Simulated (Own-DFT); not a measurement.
## Calculated data, GaP (zincblende, atoms displaced)

A calculation, not a measurement: plane-wave PBE density functional theory by an unreviewed code, no spin, of a simulated periodic cell, stress positive in tension, free energy of the whole cell less one offset for each atom, forces on such cells passed a denser k mesh, this cell's mesh not checked; offsets are fitted by least squares, one for each functional and potential file, so energies compare only between cells with the same atoms and settings and are not formation energies; the far tail of each file's local potential was reset to the Coulomb form; each entry is a single point on an unrelaxed cell, so the pressure reflects the starting lattice, mostly measured values (interpolated for alloys), from which strain is counted, and rises with the displacements; printed positions are rounded, which can move forces by about a meV/angstrom; the program, named Own-DFT, is a retired in-house code; no spin-orbit coupling. Program: Own-DFT development build.

Settings shared by all entries: functional PBE; potential files PseudoDojo norm-conserving, scalar-relativistic, standard set; wave cutoff 42 hartree; occupations Fermi-Dirac; smearing width 0.1 eV; k mesh 3 x 3 x 3 centred on Gamma.

```yaml
- entry: 1
  formula: GaP
  kind: "zincblende, atoms displaced"
  structure:
    cell_angstrom: [[10.901, 0.0, 0.0], [0.0, 10.901, 0.0], [0.0, 0.0, 10.901]]
    atoms_fractional:
      - [Ga, 0.99919, 0.01108, 0.99691]
      - [Ga, 0.99533, 0.25599, 0.24612]
      - [Ga, 0.25407, 0.99495, 0.25452]
      - [Ga, 0.25666, 0.24242, 0.99671]
      - [P, 0.12061, 0.12153, 0.12598]
      - [P, 0.1253, 0.3712, 0.37172]
      - [P, 0.37124, 0.12341, 0.37506]
      - [P, 0.38286, 0.37639, 0.11893]
      - [Ga, 0.00287, 0.00074, 0.50353]
      - [Ga, 0.99961, 0.24952, 0.7576]
      - [Ga, 0.26223, 0.00372, 0.74745]
      - [Ga, 0.25041, 0.24445, 0.50396]
      - [P, 0.12392, 0.12741, 0.62616]
      - [P, 0.13151, 0.38267, 0.87382]
      - [P, 0.37997, 0.12592, 0.88133]
      - [P, 0.37732, 0.37694, 0.62947]
      - [Ga, 0.9984, 0.49603, 0.99562]
      - [Ga, 0.00082, 0.74689, 0.24955]
      - [Ga, 0.2511, 0.49528, 0.25927]
      - [Ga, 0.2523, 0.74708, 0.99871]
      - [P, 0.12564, 0.61681, 0.12792]
      - [P, 0.11904, 0.87705, 0.37376]
      - [P, 0.37607, 0.63412, 0.37286]
      - [P, 0.3748, 0.87396, 0.12192]
      - [Ga, 0.00693, 0.50385, 0.50859]
      - [Ga, 0.00866, 0.7462, 0.74787]
      - [Ga, 0.24865, 0.50031, 0.75062]
      - [Ga, 0.24626, 0.74584, 0.49376]
      - [P, 0.12989, 0.62401, 0.62608]
      - [P, 0.12841, 0.87568, 0.87719]
      - [P, 0.37615, 0.63157, 0.87209]
      - [P, 0.37461, 0.87496, 0.62204]
      - [Ga, 0.4985, 0.00456, 0.99421]
      - [Ga, 0.5064, 0.24675, 0.24922]
      - [Ga, 0.74982, 0.00143, 0.24156]
      - [Ga, 0.74299, 0.24621, 0.00387]
      - [P, 0.62106, 0.12717, 0.12908]
      - [P, 0.6282, 0.37882, 0.37686]
      - [P, 0.86783, 0.12423, 0.36966]
      - [P, 0.8764, 0.37693, 0.1332]
      - [Ga, 0.49802, 0.99604, 0.50168]
      - [Ga, 0.50402, 0.24778, 0.74937]
      - [Ga, 0.7494, 0.00244, 0.75636]
      - [Ga, 0.75, 0.26085, 0.49684]
      - [P, 0.62882, 0.13193, 0.62625]
      - [P, 0.62922, 0.37464, 0.871]
      - [P, 0.86809, 0.11326, 0.88145]
      - [P, 0.87192, 0.37694, 0.62556]
      - [Ga, 0.50716, 0.49774, 0.99506]
      - [Ga, 0.50268, 0.73953, 0.2504]
      - [Ga, 0.74945, 0.50562, 0.2429]
      - [Ga, 0.74383, 0.74568, 0.00434]
      - [P, 0.63168, 0.62219, 0.12774]
      - [P, 0.62264, 0.87411, 0.37519]
      - [P, 0.86337, 0.61821, 0.37846]
      - [P, 0.87586, 0.87837, 0.12584]
      - [Ga, 0.50433, 0.50585, 0.50194]
      - [Ga, 0.49394, 0.7507, 0.7532]
      - [Ga, 0.74861, 0.49945, 0.74734]
      - [Ga, 0.76432, 0.74946, 0.50353]
      - [P, 0.62814, 0.62697, 0.62891]
      - [P, 0.62374, 0.87332, 0.87845]
      - [P, 0.87007, 0.61665, 0.87089]
      - [P, 0.87526, 0.8712, 0.62413]
  results:
    "free_energy_of_cell_above_offsets [eV]": "-33.447"
    "pressure [GPa]": 3.22
    "stress_xx [GPa]": -3.22
    "stress_yy [GPa]": -3.15
    "stress_zz [GPa]": -3.29
    "stress_yz [GPa]": -0.37
    "stress_xz [GPa]": 0.08
    "stress_xy [GPa]": 0.28
    force_element: [Ga, Ga, Ga, Ga, P, P, P, P, Ga, Ga, Ga, Ga, P, P, P, P, Ga, Ga, Ga, Ga, P, P, P, P, Ga, Ga, Ga, Ga, P, P, P, P, Ga, Ga, Ga, Ga, P, P, P, P, Ga, Ga, Ga, Ga, P, P, P, P, Ga, Ga, Ga, Ga, P, P, P, P, Ga, Ga, Ga, Ga, P, P, P, P]
    "force_x [eV/angstrom]": [0.566, 0.528, -0.49, -1.011, 0.885, -0.119, 0.749, -0.544, -0.804, -0.375, -0.978, 0.086, 0.091, -0.521, -0.077, -0.09, -0.094, -0.61, 0.564, -0.577, 0.079, 0.447, -0.229, 0.529, -0.839, -0.828, 0.948, -0.076, 0.272, -0.096, -0.2, -0.194, 0.576, -0.978, -0.432, 0.669, 0.209, -0.743, 0.744, -0.726, 0.536, -0.33, -0.533, 0.395, -0.025, -0.085, 0.283, 0.966, -0.264, 0.261, 0.289, 1.212, -1.497, 0.694, 1.989, 0.211, -0.347, 0.917, -0.088, -1.913, -0.281, -0.124, 0.645, 0.78]
    "force_y [eV/angstrom]": [-1.832, -1.209, 0.014, 1.033, 0.752, -0.009, 0.209, -0.299, 0.198, 0.149, -0.217, 0.844, -0.304, -1.501, 0.156, -0.18, 0.255, -0.241, 0.202, 0.113, 0.416, -0.424, -1.642, -0.152, -0.773, 0.471, 0.323, 0.975, 0.24, 0.336, -1.36, -0.511, -0.942, 0.949, -0.492, 0.577, -0.866, 0.328, 0.395, 0.112, 0.63, 0.382, -0.94, -0.991, -0.877, -0.318, 2.196, -0.243, 0.501, 1.545, -1.189, 0.645, 0.129, -0.224, 0.272, -0.646, -0.101, 0.481, -0.178, 0.078, 0.581, 0.101, 1.117, 0.959]
    "force_z [eV/angstrom]": [0.587, 0.748, -0.614, 0.979, 0.237, 1.163, 0.128, 0.761, -0.38, -0.162, 0.344, -0.291, 0.657, 0.561, -1.709, -0.536, 0.555, 0.085, -0.922, 0.569, -0.337, 0.204, 0.52, 0.3, -1.062, 0.649, -0.195, 0.328, -0.161, -0.379, 0.58, 0.046, 1.222, 0.801, 0.804, 0.031, -0.879, -0.812, 0.723, -1.767, -0.246, 0.262, -1.128, 0.096, -0.469, 0.28, -0.41, 0.232, -0.037, -0.53, 1.143, -0.495, -0.798, -0.085, -0.225, -0.663, -0.044, -0.751, -0.142, -0.466, -0.18, -0.286, 0.507, 1.059]
- entry: 2
  formula: GaP
  kind: "zincblende, atoms displaced"
  structure:
    cell_angstrom: [[10.901, 0.0, 0.0], [0.0, 10.901, 0.0], [0.0, 0.0, 10.901]]
    atoms_fractional:
      - [Ga, 0.99225, 0.00387, 0.99942]
      - [Ga, 0.99399, 0.24363, 0.25353]
      - [Ga, 0.25022, 0.99991, 0.25016]
      - [Ga, 0.25999, 0.24742, 0.00208]
      - [P, 0.11727, 0.12885, 0.12461]
      - [P, 0.13213, 0.37356, 0.37325]
      - [P, 0.37911, 0.12989, 0.37053]
      - [P, 0.38113, 0.37787, 0.11886]
      - [Ga, 0.99727, 0.99029, 0.49647]
      - [Ga, 0.99966, 0.24096, 0.74288]
      - [Ga, 0.24959, 0.99129, 0.75296]
      - [Ga, 0.25516, 0.25035, 0.50616]
      - [P, 0.11992, 0.11658, 0.62082]
      - [P, 0.11813, 0.3771, 0.87022]
      - [P, 0.37005, 0.12053, 0.88145]
      - [P, 0.37499, 0.37128, 0.62086]
      - [Ga, 0.99678, 0.49604, 0.00547]
      - [Ga, 0.00286, 0.74439, 0.24474]
      - [Ga, 0.25069, 0.49784, 0.24733]
      - [Ga, 0.24293, 0.74604, 0.99829]
      - [P, 0.12207, 0.6273, 0.12703]
      - [P, 0.12302, 0.8813, 0.37494]
      - [P, 0.3758, 0.62714, 0.37401]
      - [P, 0.38662, 0.87714, 0.12958]
      - [Ga, 0.00069, 0.49788, 0.50382]
      - [Ga, 0.00055, 0.7474, 0.74801]
      - [Ga, 0.25293, 0.50357, 0.75409]
      - [Ga, 0.25987, 0.75568, 0.49325]
      - [P, 0.12205, 0.61826, 0.63045]
      - [P, 0.13964, 0.87459, 0.875]
      - [P, 0.37789, 0.61983, 0.87924]
      - [P, 0.37415, 0.87484, 0.63257]
      - [Ga, 0.49207, 0.00234, 0.00076]
      - [Ga, 0.49917, 0.2437, 0.25233]
      - [Ga, 0.74361, 0.00325, 0.25506]
      - [Ga, 0.74962, 0.25194, 0.00187]
      - [P, 0.62017, 0.12054, 0.13537]
      - [P, 0.62504, 0.37627, 0.37054]
      - [P, 0.88156, 0.13442, 0.37618]
      - [P, 0.86807, 0.3799, 0.12342]
      - [Ga, 0.49923, 0.99846, 0.498]
      - [Ga, 0.49538, 0.25071, 0.75229]
      - [Ga, 0.74686, 0.00138, 0.75207]
      - [Ga, 0.7532, 0.24145, 0.50554]
      - [P, 0.62743, 0.12448, 0.62397]
      - [P, 0.62273, 0.3746, 0.86957]
      - [P, 0.86697, 0.12516, 0.87519]
      - [P, 0.87389, 0.37372, 0.62919]
      - [Ga, 0.49773, 0.50291, 0.00275]
      - [Ga, 0.50124, 0.73837, 0.24438]
      - [Ga, 0.753, 0.4995, 0.25521]
      - [Ga, 0.76034, 0.74507, 0.00105]
      - [P, 0.62598, 0.62725, 0.12975]
      - [P, 0.6227, 0.87709, 0.36623]
      - [P, 0.8769, 0.62229, 0.3693]
      - [P, 0.87495, 0.86809, 0.11961]
      - [Ga, 0.50239, 0.49827, 0.49473]
      - [Ga, 0.50184, 0.75788, 0.74752]
      - [Ga, 0.75743, 0.49594, 0.75487]
      - [Ga, 0.75615, 0.75007, 0.4994]
      - [P, 0.631, 0.63031, 0.62836]
      - [P, 0.62037, 0.87378, 0.86496]
      - [P, 0.88093, 0.63167, 0.87885]
      - [P, 0.86631, 0.87517, 0.62159]
  results:
    "free_energy_of_cell_above_offsets [eV]": "-32.665"
    "pressure [GPa]": 3.47
    "stress_xx [GPa]": -3.39
    "stress_yy [GPa]": -3.48
    "stress_zz [GPa]": -3.54
    "stress_yz [GPa]": -0.14
    "stress_xz [GPa]": 0.91
    "stress_xy [GPa]": -0.34
    force_element: [Ga, Ga, Ga, Ga, P, P, P, P, Ga, Ga, Ga, Ga, P, P, P, P, Ga, Ga, Ga, Ga, P, P, P, P, Ga, Ga, Ga, Ga, P, P, P, P, Ga, Ga, Ga, Ga, P, P, P, P, Ga, Ga, Ga, Ga, P, P, P, P, Ga, Ga, Ga, Ga, P, P, P, P, Ga, Ga, Ga, Ga, P, P, P, P]
    "force_x [eV/angstrom]": [0.729, 1.128, 0.055, -1.734, 0.857, -0.821, -1.166, -0.445, -0.523, -0.092, 0.125, -0.81, 0.909, 0.744, 0.339, 0.352, 0.448, -0.457, 0.166, 1.471, 0.715, 0.519, 0.04, -1.749, 0.064, 0.305, -0.183, -1.242, 0.824, -2.717, -0.157, 0.197, 1.412, 0.364, 1.418, -0.959, 0.462, 0.284, -1.324, 0.506, 0.127, 0.134, -0.148, -0.313, -0.911, 0.093, 0.61, 0.237, 1.303, -0.218, -0.674, -1.865, 0.931, -0.064, 0.471, 0.167, 0.252, -0.336, -0.442, -0.985, -0.364, 0.832, -0.04, 1.153]
    "force_y [eV/angstrom]": [-0.544, 1.916, 0.391, 0.823, -0.389, -0.237, -0.901, -0.676, 0.823, 0.468, 1.504, -0.752, -0.043, -0.755, 0.288, 1.035, 0.422, 1.021, 0.229, 0.028, -1.089, -1.311, -0.629, -0.842, -0.283, 0.881, -0.765, -0.184, 0.981, -0.202, 1.243, 0.257, -0.452, 1.493, -0.175, -0.229, 0.545, -0.819, -2.077, -0.797, 0.056, -0.497, -0.2, 1.308, -0.219, 0.194, 0.099, -0.318, -0.084, 1.333, 0.061, 0.404, -0.974, -1.108, 0.356, 1.289, 0.417, -1.621, 0.883, -0.238, -0.847, 0.584, -1.311, 0.234]
    "force_z [eV/angstrom]": [-0.236, -1.057, -0.409, -0.027, -0.13, 0.323, 1.195, 1.164, 0.383, 0.684, -0.643, -0.871, 0.198, 0.51, -1.351, 0.924, -0.575, 0.779, -0.09, 0.722, -0.516, -0.61, -0.209, -0.249, -0.567, -0.021, -0.243, 0.827, -0.925, 0.357, -0.56, -1.411, -0.081, -0.533, -0.292, 0.111, -1.785, 0.597, 0.734, 0.616, 0.044, -0.257, -0.332, -0.444, 0.328, 0.937, -0.144, -0.643, -0.328, 0.773, -0.52, -0.367, -1.133, 1.218, 1.001, 1.166, 0.683, 0.032, 0.034, -0.929, -0.354, 2.103, -0.409, 0.809]
- entry: 3
  formula: GaP
  kind: "zincblende, atoms displaced"
  structure:
    cell_angstrom: [[10.901, 0.0, 0.0], [0.0, 10.901, 0.0], [0.0, 0.0, 10.901]]
    atoms_fractional:
      - [Ga, 0.99619, 0.99939, 0.00034]
      - [Ga, 0.00405, 0.24682, 0.25545]
      - [Ga, 0.25644, 0.00324, 0.24582]
      - [Ga, 0.2474, 0.24953, 0.00408]
      - [P, 0.13135, 0.12649, 0.11782]
      - [P, 0.12508, 0.37171, 0.38455]
      - [P, 0.38277, 0.13211, 0.38004]
      - [P, 0.37544, 0.37875, 0.12649]
      - [Ga, 0.00743, 0.99616, 0.49811]
      - [Ga, 0.99533, 0.24374, 0.74542]
      - [Ga, 0.25281, 0.99576, 0.74277]
      - [Ga, 0.25629, 0.25029, 0.49621]
      - [P, 0.11896, 0.12774, 0.62039]
      - [P, 0.12364, 0.37517, 0.88224]
      - [P, 0.37055, 0.11273, 0.87708]
      - [P, 0.37003, 0.38331, 0.62248]
      - [Ga, 0.00242, 0.5015, 0.99406]
      - [Ga, 0.99561, 0.74414, 0.2461]
      - [Ga, 0.24791, 0.49341, 0.24245]
      - [Ga, 0.24519, 0.7494, 0.99648]
      - [P, 0.13224, 0.62534, 0.11898]
      - [P, 0.12278, 0.874, 0.38215]
      - [P, 0.38074, 0.62509, 0.37839]
      - [P, 0.36799, 0.87135, 0.13212]
      - [Ga, 0.99218, 0.49747, 0.50648]
      - [Ga, 0.0022, 0.76002, 0.74836]
      - [Ga, 0.24846, 0.4982, 0.74199]
      - [Ga, 0.2503, 0.75953, 0.50099]
      - [P, 0.13158, 0.62509, 0.62819]
      - [P, 0.12683, 0.86896, 0.87487]
      - [P, 0.37508, 0.62891, 0.87772]
      - [P, 0.38228, 0.87645, 0.62093]
      - [Ga, 0.49817, 0.00232, 0.99836]
      - [Ga, 0.50352, 0.25108, 0.2478]
      - [Ga, 0.74689, 0.00541, 0.24066]
      - [Ga, 0.74413, 0.24966, 0.9991]
      - [P, 0.62386, 0.129, 0.12337]
      - [P, 0.62909, 0.38033, 0.38304]
      - [P, 0.87986, 0.12577, 0.37384]
      - [P, 0.87943, 0.36764, 0.12408]
      - [Ga, 0.49779, 0.99806, 0.49883]
      - [Ga, 0.49539, 0.24463, 0.75572]
      - [Ga, 0.75467, 0.01022, 0.74756]
      - [Ga, 0.75377, 0.25155, 0.50468]
      - [P, 0.62384, 0.12481, 0.61982]
      - [P, 0.61545, 0.36747, 0.87324]
      - [P, 0.88326, 0.12009, 0.87372]
      - [P, 0.87548, 0.376, 0.61782]
      - [Ga, 0.50744, 0.49623, 0.00355]
      - [Ga, 0.50253, 0.76456, 0.25058]
      - [Ga, 0.7499, 0.49729, 0.25044]
      - [Ga, 0.7462, 0.74796, 0.00397]
      - [P, 0.62295, 0.62325, 0.12274]
      - [P, 0.61795, 0.87639, 0.37863]
      - [P, 0.86803, 0.61639, 0.3757]
      - [P, 0.88328, 0.87612, 0.12647]
      - [Ga, 0.50739, 0.49772, 0.50849]
      - [Ga, 0.50201, 0.74704, 0.75048]
      - [Ga, 0.75046, 0.4903, 0.75272]
      - [Ga, 0.74928, 0.75254, 0.49836]
      - [P, 0.62244, 0.62731, 0.63202]
      - [P, 0.62232, 0.86622, 0.8756]
      - [P, 0.87087, 0.62093, 0.87764]
      - [P, 0.87456, 0.8722, 0.63302]
  results:
    "free_energy_of_cell_above_offsets [eV]": "-32.852"
    "pressure [GPa]": 3.35
    "stress_xx [GPa]": -3.37
    "stress_yy [GPa]": -3.36
    "stress_zz [GPa]": -3.32
    "stress_yz [GPa]": 0.04
    "stress_xz [GPa]": -0.12
    "stress_xy [GPa]": 0.48
    force_element: [Ga, Ga, Ga, Ga, P, P, P, P, Ga, Ga, Ga, Ga, P, P, P, P, Ga, Ga, Ga, Ga, P, P, P, P, Ga, Ga, Ga, Ga, P, P, P, P, Ga, Ga, Ga, Ga, P, P, P, P, Ga, Ga, Ga, Ga, P, P, P, P, Ga, Ga, Ga, Ga, P, P, P, P, Ga, Ga, Ga, Ga, P, P, P, P]
    "force_x [eV/angstrom]": [1.344, 0.367, -0.717, 1.002, -1.095, -0.181, -0.316, 0.472, -1.409, 0.574, -0.693, -0.486, 1.361, 0.348, -0.302, 0.945, -0.496, 0.77, -0.041, 0.957, -1.186, 0.414, -0.395, 0.62, 1.59, -0.002, -0.035, 0.544, -1.336, -0.195, 0.106, -0.462, 0.207, -0.002, 0.541, 0.993, -0.359, -0.169, -0.775, -0.264, 0.259, -0.786, -0.781, -0.31, 0.025, 0.997, -1.287, -0.449, -1.032, -0.549, -0.157, 0.61, 0.285, 1.655, 0.711, -1.436, -0.619, -0.738, -0.285, -0.074, 1.131, 0.583, 0.316, -0.307]
    "force_y [eV/angstrom]": [-0.246, 0.177, 0.336, 0.496, -0.73, 0.664, -0.787, -1.007, 0.294, 1.103, 0.089, 0.128, -0.321, -0.549, 1.332, -1.598, 0.094, -0.319, 0.893, 0.057, -0.401, -0.168, 0.049, 0.377, 1.132, -1.903, 0.254, -1.31, 0.708, 1.4, -0.942, -0.377, -1.182, 0.79, -0.504, 0.048, -0.435, -0.919, -0.653, 0.618, 0.658, -0.267, -1.08, -0.531, 0.239, 0.412, 0.818, -0.718, 0.491, -2.006, -0.366, 0.05, 0.441, 0.631, 1.037, -0.182, 0.814, 0.234, 0.618, -0.343, -0.577, 1.566, 0.514, 0.859]
    "force_z [eV/angstrom]": [-0.135, -0.535, 1.099, -0.838, 1.279, -1.043, -0.966, -0.496, 0.535, 0.427, 0.069, 0.814, 0.192, -1.641, -0.29, 0.296, 0.86, 0.822, 1.601, 0.233, 0.706, -1.849, -0.43, -1.381, -0.756, 0.427, 1.848, -0.124, -0.699, -0.071, -0.313, 0.718, 0.538, 0.705, 1.163, -0.321, -0.33, -0.739, 0.32, 0.036, 0.045, -0.995, 0.291, -0.991, 0.61, 0.189, 0.348, 1.911, -0.58, -0.03, -0.71, -0.224, 1.14, -0.496, 0.043, -0.138, -0.458, 0.269, -0.063, 0.459, -0.487, 0.077, -0.51, -1.429]
- entry: 4
  formula: GaP
  kind: "zincblende, atoms displaced"
  structure:
    cell_angstrom: [[10.901, 0.0, 0.0], [0.0, 10.901, 0.0], [0.0, 0.0, 10.901]]
    atoms_fractional:
      - [Ga, 0.00264, 0.99963, 0.00422]
      - [Ga, 0.9993, 0.24656, 0.25187]
      - [Ga, 0.24399, 0.99695, 0.25043]
      - [Ga, 0.24084, 0.25069, 0.99936]
      - [P, 0.12354, 0.1217, 0.12325]
      - [P, 0.12651, 0.37686, 0.3778]
      - [P, 0.37698, 0.12164, 0.3793]
      - [P, 0.3733, 0.37508, 0.13138]
      - [Ga, 0.00565, 0.00312, 0.50278]
      - [Ga, 0.00567, 0.25614, 0.7417]
      - [Ga, 0.25275, 0.99893, 0.75225]
      - [Ga, 0.24567, 0.24441, 0.4979]
      - [P, 0.13299, 0.13091, 0.62608]
      - [P, 0.1295, 0.3832, 0.87406]
      - [P, 0.37669, 0.11949, 0.87499]
      - [P, 0.37595, 0.38159, 0.61887]
      - [Ga, 0.00274, 0.50026, 0.99894]
      - [Ga, 0.00107, 0.74678, 0.25221]
      - [Ga, 0.2519, 0.50385, 0.24331]
      - [Ga, 0.25437, 0.747, 0.99822]
      - [P, 0.13231, 0.63062, 0.12824]
      - [P, 0.12482, 0.87036, 0.37957]
      - [P, 0.37263, 0.62917, 0.37298]
      - [P, 0.36853, 0.87388, 0.12651]
      - [Ga, 0.99992, 0.50385, 0.49495]
      - [Ga, 0.9938, 0.75108, 0.74056]
      - [Ga, 0.25191, 0.5021, 0.74977]
      - [Ga, 0.26019, 0.75182, 0.5009]
      - [P, 0.12325, 0.62028, 0.62813]
      - [P, 0.13006, 0.86524, 0.87677]
      - [P, 0.37775, 0.62287, 0.87875]
      - [P, 0.37318, 0.87087, 0.62405]
      - [Ga, 0.50768, 0.99915, 0.00058]
      - [Ga, 0.50021, 0.24925, 0.2538]
      - [Ga, 0.74492, 0.00389, 0.24686]
      - [Ga, 0.75121, 0.24977, 0.00097]
      - [P, 0.61862, 0.13158, 0.11774]
      - [P, 0.62117, 0.37897, 0.37321]
      - [P, 0.87774, 0.11486, 0.38097]
      - [P, 0.87629, 0.38001, 0.1276]
      - [Ga, 0.49871, 0.00328, 0.50409]
      - [Ga, 0.50314, 0.25057, 0.7486]
      - [Ga, 0.75197, 0.00247, 0.7427]
      - [Ga, 0.75144, 0.24723, 0.49279]
      - [P, 0.62385, 0.11548, 0.62224]
      - [P, 0.62707, 0.37364, 0.87898]
      - [P, 0.86834, 0.12565, 0.87183]
      - [P, 0.87525, 0.37269, 0.62278]
      - [Ga, 0.50299, 0.49548, 0.00352]
      - [Ga, 0.50127, 0.747, 0.24222]
      - [Ga, 0.75533, 0.49667, 0.24856]
      - [Ga, 0.74608, 0.74471, 0.9953]
      - [P, 0.62215, 0.62414, 0.12749]
      - [P, 0.62159, 0.86642, 0.38272]
      - [P, 0.87703, 0.62852, 0.37008]
      - [P, 0.87251, 0.87884, 0.12611]
      - [Ga, 0.50717, 0.4931, 0.49817]
      - [Ga, 0.49588, 0.75273, 0.7585]
      - [Ga, 0.74234, 0.49694, 0.75815]
      - [Ga, 0.76166, 0.74775, 0.49743]
      - [P, 0.62932, 0.62092, 0.61843]
      - [P, 0.62682, 0.87038, 0.87739]
      - [P, 0.87624, 0.61422, 0.87708]
      - [P, 0.87999, 0.87867, 0.62283]
  results:
    "free_energy_of_cell_above_offsets [eV]": "-33.840"
    "pressure [GPa]": 3.1
    "stress_xx [GPa]": -3.11
    "stress_yy [GPa]": -3.06
    "stress_zz [GPa]": -3.11
    "stress_yz [GPa]": -0.25
    "stress_xz [GPa]": -0.04
    "stress_xy [GPa]": 0.45
    force_element: [Ga, Ga, Ga, Ga, P, P, P, P, Ga, Ga, Ga, Ga, P, P, P, P, Ga, Ga, Ga, Ga, P, P, P, P, Ga, Ga, Ga, Ga, P, P, P, P, Ga, Ga, Ga, Ga, P, P, P, P, Ga, Ga, Ga, Ga, P, P, P, P, Ga, Ga, Ga, Ga, P, P, P, P, Ga, Ga, Ga, Ga, P, P, P, P]
    "force_x [eV/angstrom]": [-0.525, 0.035, 0.38, 1.065, 0.047, -0.041, -0.499, 0.083, 0.591, -0.416, -0.263, 1.013, -0.664, -0.471, 0.087, -0.181, 0.458, 0.103, -0.115, 0.062, -1.03, 0.04, 0.862, 1.005, -0.113, 0.683, 0.46, -1.284, 0.271, -0.991, 0.073, 0.627, -1.122, -0.404, -0.341, 0.317, 0.673, 1.276, -0.433, 0.454, -0.2, -0.436, -0.189, -0.199, 0.327, -0.605, 1.379, -0.538, -0.395, -0.608, -0.823, 0.817, 0.855, 0.211, -0.042, 0.006, -1.007, 0.454, 0.719, -0.833, -0.084, 0.21, -0.302, -0.493]
    "force_y [eV/angstrom]": [-0.521, 0.192, 0.051, -0.098, 0.592, -0.173, 0.11, -0.569, -0.299, -0.194, -0.442, 1.095, -1.115, -0.887, 0.832, -1.065, 0.274, 0.888, -0.195, 0.07, -0.405, 0.328, -0.884, 0.38, -0.385, -0.665, 0.173, -0.759, 0.759, 0.872, -0.414, 0.862, -0.546, -0.006, -0.496, 0.307, -0.156, -1.034, 0.85, -1.104, -1.341, -0.1, -0.71, 0.06, 1.629, -0.463, 0.128, 0.595, 0.044, 0.618, 0.734, -0.136, -0.513, 0.805, -0.869, -0.777, 1.463, -0.508, 0.145, 0.272, 0.623, 0.758, 1.268, 0.051]
    "force_z [eV/angstrom]": [-1.053, 0.309, 0.378, -0.001, 0.501, -0.825, -0.72, -0.85, 0.212, 0.876, -0.078, -0.294, 0.53, -0.06, 0.247, 0.568, 0.744, -0.615, 1.191, 0.233, -0.699, -0.003, -0.062, -0.328, 0.479, 1.263, -0.152, -0.036, -0.69, -0.545, -0.123, 0.788, -0.067, -0.12, 0.508, 0.023, 1.099, -0.538, -1.066, -0.517, -0.407, -0.127, 0.733, 0.534, 0.177, 0.009, 0.067, -0.175, 0.093, 1.023, 0.359, 0.691, -0.451, -0.862, 0.128, -0.17, 0.064, -1.008, -1.158, 0.402, 0.974, -0.688, -0.55, -0.166]
```
